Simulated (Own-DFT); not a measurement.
# How strain changes the stress of 2H SiC, 32 atoms (C16Si16)

Calculated results; nothing here was measured. They come from Own-DFT, an in-house plane-wave density functional program, since retired, whose code no person has reviewed. Each row is one single-point run on a periodic cell that was not relaxed, without spin or spin-orbit coupling.

Settings of every run: PBE; PseudoDojo norm-conserving scalar-relativistic files; cutoff 42 hartree; 5 x 5 x 3 k mesh centred on Gamma; Fermi-Dirac smearing of 0.1 eV.

Known limits: forces on such cells passed a denser k mesh, each cell not checked; stress not checked against mesh or cutoff.

Unstrained cell vectors in Å: (6.165, 0.000, 0.000); (-3.083, 5.339, 0.000); (0.000, 0.000, 10.068). The unstrained cell has measured lattice constants (interpolated for alloys), not those of this functional. That, the random moves and any unrelaxed bonds set the pressure at no strain. Each run strains this cell uniformly, with the atoms carried along. Every atom was also moved at random, by a Gaussian of width 0.05 Å on each axis. Strain is the symmetric tensor, in per cent. Stress is positive in tension, and the pressure is minus a third of its trace.

| run | e_xx (%) | e_yy (%) | e_zz (%) | e_yz (%) | e_xz (%) | e_xy (%) | s_xx (GPa) | s_yy (GPa) | s_zz (GPa) | s_yz (GPa) | s_xz (GPa) | s_xy (GPa) | P (GPa) | E (meV/atom) |
|---|---|---|---|---|---|---|---|---|---|---|---|---|---|---|
| 1 | 1.24 | -1.55 | 1.86 | -1.37 | 0.14 | -1.86 | 2.11 | -10.96 | 3.09 | -5.15 | 0.44 | -7.99 | 1.92 | 15.6 |
| 2 | 1.64 | 0.18 | -0.69 | 0.66 | 1.13 | 0.52 | 5.01 | -1.74 | -9.85 | 2.62 | 3.17 | 2.86 | 2.19 | 11.3 |
| 3 | 1.99 | -0.18 | 0.78 | 1.28 | -1.32 | 1.76 | 4.27 | -3.93 | -5.37 | 4.56 | -5.28 | 10.45 | 1.68 | 85.2 |
| 4 | 0.95 | -1.93 | -1.48 | -0.41 | 0.50 | -0.22 | -5.05 | -12.37 | -19.21 | -0.99 | 0.90 | -0.77 | 12.21 | 85.8 |
| 5 | -1.11 | 1.35 | 1.70 | -1.32 | -1.47 | -1.52 | -9.32 | 1.72 | 3.18 | -3.78 | -4.33 | -6.58 | 1.47 | 33.9 |
| 6 | 1.01 | 1.50 | -1.87 | 0.04 | 0.75 | 0.04 | 4.32 | 4.98 | -23.51 | 1.92 | 2.58 | -1.45 | 4.74 | 43.3 |
| 7 | 0.95 | 0.25 | 1.56 | 0.18 | 0.33 | 1.16 | 2.60 | 0.08 | -0.44 | 0.73 | 0.05 | 5.96 | -0.75 | 15.4 |
| 8 | 0.30 | 0.00 | -1.65 | 0.06 | 0.33 | 1.43 | -1.19 | -7.13 | -17.43 | 0.23 | 1.04 | 6.32 | 8.58 | 35.9 |
| 9 | -1.80 | -0.87 | 1.06 | -0.79 | -1.52 | -0.61 | -14.04 | -9.38 | -3.92 | -2.07 | -4.39 | -6.72 | 9.11 | 40.3 |
| 10 | -0.98 | -0.68 | -0.18 | 1.91 | -0.64 | 1.62 | -13.34 | -9.09 | -8.22 | 7.85 | -2.31 | 8.99 | 10.22 | 46.9 |
| 11 | 1.56 | -1.32 | -1.09 | 1.58 | -1.95 | -1.55 | 5.90 | -12.44 | -17.56 | 6.23 | -6.12 | -7.40 | 8.03 | 44.8 |
| 12 | -1.92 | -1.39 | -0.71 | 0.88 | -0.86 | -0.05 | -16.89 | -13.00 | -13.18 | 1.91 | -1.11 | -2.14 | 14.35 | 22.7 |
| 13 | 1.01 | -1.75 | -1.28 | -1.46 | 0.30 | 0.26 | -0.46 | -15.25 | -16.24 | -6.36 | 1.67 | 2.79 | 10.65 | 50.4 |
| 14 | -1.63 | -1.44 | -1.85 | 1.74 | -0.36 | 1.91 | -17.86 | -15.90 | -21.50 | 7.57 | -0.49 | 10.38 | 18.42 | 77.5 |
| 15 | -1.95 | -1.95 | -0.40 | -1.65 | -0.99 | -1.95 | -20.91 | -19.67 | -13.19 | -6.77 | -1.16 | -9.38 | 17.92 | 113.4 |
| 16 | 0.95 | -1.57 | -1.92 | -0.79 | 0.38 | 0.23 | 0.37 | -14.57 | -22.94 | -4.05 | 2.05 | 0.23 | 12.38 | 58.3 |
| 17 | 1.18 | 1.18 | 1.14 | 1.37 | -0.79 | -0.31 | 5.98 | 1.47 | 0.52 | 5.06 | -1.61 | -1.83 | -2.66 | 0.0 |
| 18 | -1.03 | -1.72 | -1.20 | -0.41 | -1.71 | 1.82 | ? | ? | ? | ? | ? | ? | ? | ? |

E is the free energy for each atom above the lowest run shown.

## Worked fit

Each stress component was fitted by least squares to a constant and the strains of the runs shown, as fractions, with shears doubled. Shear strains stay in the fit of a normal stress only where such slopes are resolved. The slopes, in GPa:

| stress | at no strain | per e_xx | per e_yy | per e_zz | scatter |
|---|---|---|---|---|---|
| s_xx | -4.2 | 607 ± 38 | 164 ± 48 | 13 ± 40 | 2.07 |
| s_yy | -4.8 | 95 ± 30 | 549 ± 38 | 58 ± 32 | 1.66 |
| s_zz | -8.8 | 1 ± 35 | 37 ± 44 | 646 ± 37 | 1.90 |

Each shear stress against twice its own strain: yz 193 ± 14, xz 158 ± 14, xy 261 ± 23 GPa. These are stiffnesses along x, y and z of the frame in which the cell vectors are given, which need not be the crystal's axes. The atoms are held to the strained lattice; where symmetry lets them move under strain, relaxing them would lower some slopes. The table should be nearly symmetric about its diagonal, and what it lacks of that shows the noise. A ninth of its sum, 241 ± 8 GPa, estimates the bulk modulus near the mean pressure of these runs, 7.7 GPa, so it lies above the value at zero pressure.

## Withheld run

Question: what normal stresses and pressure should run 18 give?

The fit gives s_xx = -13.4, s_yy = -15.9, s_zz = -17.2 and P = 15.5 GPa. The calculation gave -16.99, -17.44, -12.64 and P = 15.69 GPa.
